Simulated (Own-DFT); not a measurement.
# Computed records: Hf₃₆O₇₁ (tetragonal hafnia with one neutral oxygen vacancy, atoms displaced)

A calculation, not a measurement: plane-wave PBE and HSE06 DFT by an unreviewed code, no spin, of a simulated cell at Gamma alone, so results move with cell size and shape, stress positive in tension, energies less offsets, not probed for a lower state with spin; hafnium file: forces about 75 meV/angstrom off all-electron values; oxygen file: force components 24 meV/angstrom off all-electron in a glass; k mesh not checked against a denser one; forces and stress are PBE's, HSE06 gives the energy alone, and its difference from PBE has offsets of its own; offsets are fitted by least squares, one for each functional and potential file, so energies compare only between cells with the same atoms and settings and are not formation energies; the far tail of each file's local potential was reset to the Coulomb form; each entry is a single point on an unrelaxed cell, so the pressure reflects the starting lattice, taken from the Materials Project, from which strain is counted, and rises with the displacements; printed positions are rounded, which can move forces by about a meV/angstrom; the program is a retired in-house code; no spin-orbit coupling. Program: Own-DFT development build.

### Hf₃₆O₇₁ (tetragonal hafnia with one neutral oxygen vacancy, atoms displaced)

```
Hf36O71
1.0
     10.7800     0.0000     0.0000
      0.0000    10.7800     0.0000
      0.0000     0.0000    10.4493
Hf O Hf O Hf O Hf O Hf O Hf O Hf O Hf O Hf O Hf O Hf O Hf O Hf O Hf O Hf O Hf O Hf O Hf O
2 3 2 4 2 4 2 4 2 4 2 4 2 4 2 4 2 4 2 4 2 4 2 4 2 4 2 4 2 4 2 4 2 4 2 4
Direct
  0.99900 0.99902 0.00029
  0.16834 0.16409 0.25176
  0.00313 0.15906 0.15023
  0.00092 0.16880 0.39819
  0.16626 0.00481 0.09489
  0.99813 0.99807 0.50280
  0.16405 0.17246 0.75098
  0.00111 0.16853 0.65473
  0.16179 0.99963 0.84887
  0.00021 0.16646 0.90538
  0.16522 0.00292 0.59041
  0.99885 0.33837 0.99720
  0.16552 0.49672 0.25159
  0.99702 0.50102 0.15270
  0.17500 0.33552 0.34579
  0.99430 0.49528 0.40046
  0.16481 0.33552 0.09739
  0.99881 0.33588 0.49792
  0.16968 0.50541 0.74788
  0.99890 0.50340 0.65242
  0.16160 0.33455 0.84840
  0.99737 0.49667 0.90040
  0.16968 0.33278 0.60169
  0.00783 0.66641 0.99777
  0.16512 0.83835 0.25036
  0.99957 0.83202 0.15063
  0.16652 0.67054 0.34404
  0.99899 0.83533 0.39977
  0.16837 0.66928 0.10016
  0.99949 0.66515 0.50248
  0.16834 0.83896 0.74799
  0.00100 0.82784 0.64849
  0.17566 0.66406 0.85231
  0.99937 0.83253 0.90436
  0.16652 0.66957 0.59672
  0.33295 0.00115 0.00155
  0.50417 0.16349 0.25086
  0.33590 0.16465 0.15348
  0.49929 0.99638 0.34664
  0.33300 0.16565 0.40300
  0.50220 0.99936 0.09771
  0.33496 0.99573 0.50221
  0.50265 0.16562 0.74986
  0.33402 0.16720 0.65637
  0.50346 0.99776 0.85078
  0.33626 0.16748 0.90266
  0.49958 0.99619 0.59940
  0.33425 0.33246 0.00130
  0.49666 0.50331 0.25123
  0.33564 0.50019 0.15283
  0.49826 0.33049 0.34852
  0.32529 0.50432 0.40051
  0.50073 0.33343 0.09779
  0.33347 0.33147 0.50230
  0.49327 0.50066 0.74905
  0.33432 0.50173 0.65262
  0.50354 0.33354 0.84401
  0.33109 0.49705 0.89350
  0.49891 0.33001 0.59407
  0.33189 0.66605 0.00061
  0.50038 0.82608 0.24670
  0.33220 0.82868 0.15508
  0.49657 0.67053 0.34782
  0.33505 0.83563 0.40575
  0.49865 0.67034 0.09609
  0.33339 0.66306 0.49894
  0.50163 0.83175 0.74830
  0.33024 0.82935 0.64985
  0.50487 0.66604 0.84784
  0.33431 0.82893 0.90219
  0.49380 0.66416 0.59674
  0.67162 0.99740 0.99994
  0.84035 0.16363 0.25260
  0.66803 0.16548 0.14742
  0.83302 0.99827 0.34360
  0.66263 0.17134 0.40594
  0.83410 0.00114 0.09826
  0.66811 0.00533 0.50166
  0.83143 0.16506 0.75107
  0.66596 0.16421 0.65132
  0.83240 0.00237 0.84771
  0.67305 0.16428 0.90385
  0.83739 0.99648 0.60056
  0.66664 0.33154 0.00112
  0.83237 0.49961 0.24614
  0.66901 0.50321 0.15075
  0.83609 0.33492 0.34235
  0.66662 0.50080 0.40169
  0.83286 0.33350 0.10099
  0.66367 0.32774 0.49731
  0.83187 0.49979 0.75083
  0.66698 0.50219 0.65970
  0.82956 0.33460 0.85135
  0.66385 0.49587 0.90197
  0.83999 0.33681 0.59382
  0.66854 0.66516 0.00276
  0.83815 0.82925 0.25120
  0.66336 0.83904 0.15367
  0.83147 0.66619 0.34863
  0.66983 0.83460 0.40306
  0.82962 0.67036 0.10386
  0.66612 0.66923 0.50461
  0.83322 0.82725 0.75273
  0.66875 0.83153 0.64993
  0.83249 0.67071 0.84499
  0.66840 0.83354 0.90401
  0.83400 0.66779 0.59995
```

| Item | Value |
| --- | --- |
| first functional | PBE |
| second functional | HSE06 |
| exact exchange share | 0.25 |
| screening | 0.11 1/bohr |
| exchange divergence | Gygi-Baldereschi |
| potential files | PseudoDojo norm-conserving, scalar-relativistic, made for PBE, standard set |
| wave cutoff | 48 hartree |
| occupations | fixed |
| k mesh | 1 x 1 x 1 centred on Gamma |
| PBE energy of cell above offsets | -100.947 eV |
| HSE06 less PBE above offsets | -0.134 eV |
| PBE pressure | 0.8 GPa |
| PBE stress xx | -0.69 GPa |
| PBE stress yy | -0.29 GPa |
| PBE stress zz | -1.41 GPa |
| PBE stress yz | 0.07 GPa |
| PBE stress xz | -0.11 GPa |
| PBE stress xy | 0.03 GPa |

Force:
```tsv
element	x (eV/Å)	y (eV/Å)	z (eV/Å)
Hf	-0.151	0.79	0.104
Hf	0.095	-0.355	-0.13
O	-0.221	0.37	0.672
O	0.291	-0.491	0.465
O	0.402	-0.571	0.682
Hf	0.271	0.301	-0.831
Hf	0.181	-0.144	0.171
O	-0.449	-0.173	-0.183
O	0.46	0.194	-0.576
O	-0.123	0.301	-0.289
O	0.14	-0.429	0.289
Hf	-0.191	-1.245	0.602
Hf	0.097	0.796	-0.322
O	0.747	0.219	-0.469
O	-0.399	-0.679	0.312
O	0.773	1.098	0.097
O	0.348	0.177	-0.059
Hf	0.528	-0.479	0.262
Hf	-0.511	-0.931	0.153
O	0.557	0.164	-0.075
O	0.205	0.313	-0.096
O	0.05	1.618	-0.104
O	-0.488	0.147	-0.468
Hf	-0.781	-0.073	0.812
Hf	0.218	-0.09	0.299
O	0.622	0.082	-0.058
O	-0.383	-0.43	0.235
O	0.312	-0.101	0.214
O	-0.367	-0.424	-0.584
Hf	-0.045	0.065	-0.539
Hf	-0.143	-0.709	0.205
O	0.129	0.351	0.567
O	-1.069	0.785	-0.366
O	0.108	-0.456	-0.503
O	0.04	-0.665	0.191
Hf	1.028	-0.136	0.032
Hf	-0.299	-0.499	-0.664
O	-0.309	0.14	-0.005
O	0.379	0.5	0.261
O	-0.462	-0.422	0.368
O	-0.729	0.149	-0.327
Hf	0.119	0.638	-0.72
Hf	-0.832	-0.185	0.781
O	0.049	-0.05	-0.101
O	-0.276	0.126	-0.759
O	-0.211	-0.114	0.246
O	0.602	0.133	0.073
Hf	-0.08	-0.008	-0.033
Hf	1.094	-0.791	0.03
O	-0.52	0.015	-0.323
O	-0.021	0.931	-0.207
O	0.723	-0.984	0.118
O	-0.295	0.166	-0.081
Hf	-0.396	-0.34	-0.817
Hf	1.682	0.065	0.86
O	-0.712	-0.102	-0.964
O	-0.219	-0.475	0.068
O	0.392	0.015	0.974
O	0.358	0.201	0.398
Hf	0.075	-0.041	-0.225
Hf	0.015	1.938	0.031
O	-0.316	0.395	-0.276
O	0.088	-1.285	0.374
O	-0.695	-0.452	-0.288
O	0.402	-0.35	0.299
Hf	-0.745	1.233	-0.327
Hf	-0.225	0.238	0.566
O	0.473	0.611	0.604
O	-0.273	0.023	-0.307
O	-0.082	0.978	0.036
O	1.148	0.159	0.209
Hf	-0.798	0.341	0.566
Hf	-0.102	0.488	-1.437
O	0.133	0.104	1.184
O	-0.191	0.572	0.968
O	0.333	-1.526	-0.895
O	0.329	-0.226	-0.054
Hf	-0.218	-1.617	-0.42
Hf	0.618	0.402	0.663
O	0.536	0.134	-0.336
O	0.261	-0.882	-0.13
O	-0.406	0.4	-0.581
O	-0.991	0.521	-0.272
Hf	0.391	-0.138	-0.081
Hf	-0.247	0.11	0.598
O	-1.233	0.022	0.13
O	-0.314	-0.873	0.622
O	-0.394	-0.188	0.558
O	0.335	0.03	-0.518
Hf	0.548	2.543	0.453
Hf	-0.192	-0.282	0.07
O	-0.471	0.013	-0.736
O	0.318	-0.376	-0.703
O	0.452	0.982	0.647
O	-1.604	-0.289	0.36
Hf	-0.38	-0.305	-0.436
Hf	-1.165	0.042	-0.208
O	1	-0.49	-0.044
O	0.33	-0.111	0.354
O	-0.15	-0.095	0.566
O	1.066	0.01	-0.953
Hf	0.346	-0.2	-0.687
Hf	0.073	1.507	-0.657
O	-0.423	-0.168	0.425
O	0.052	-1.646	0.98
O	0.197	-0.541	-0.401
O	-0.216	-0.014	-0.18
```
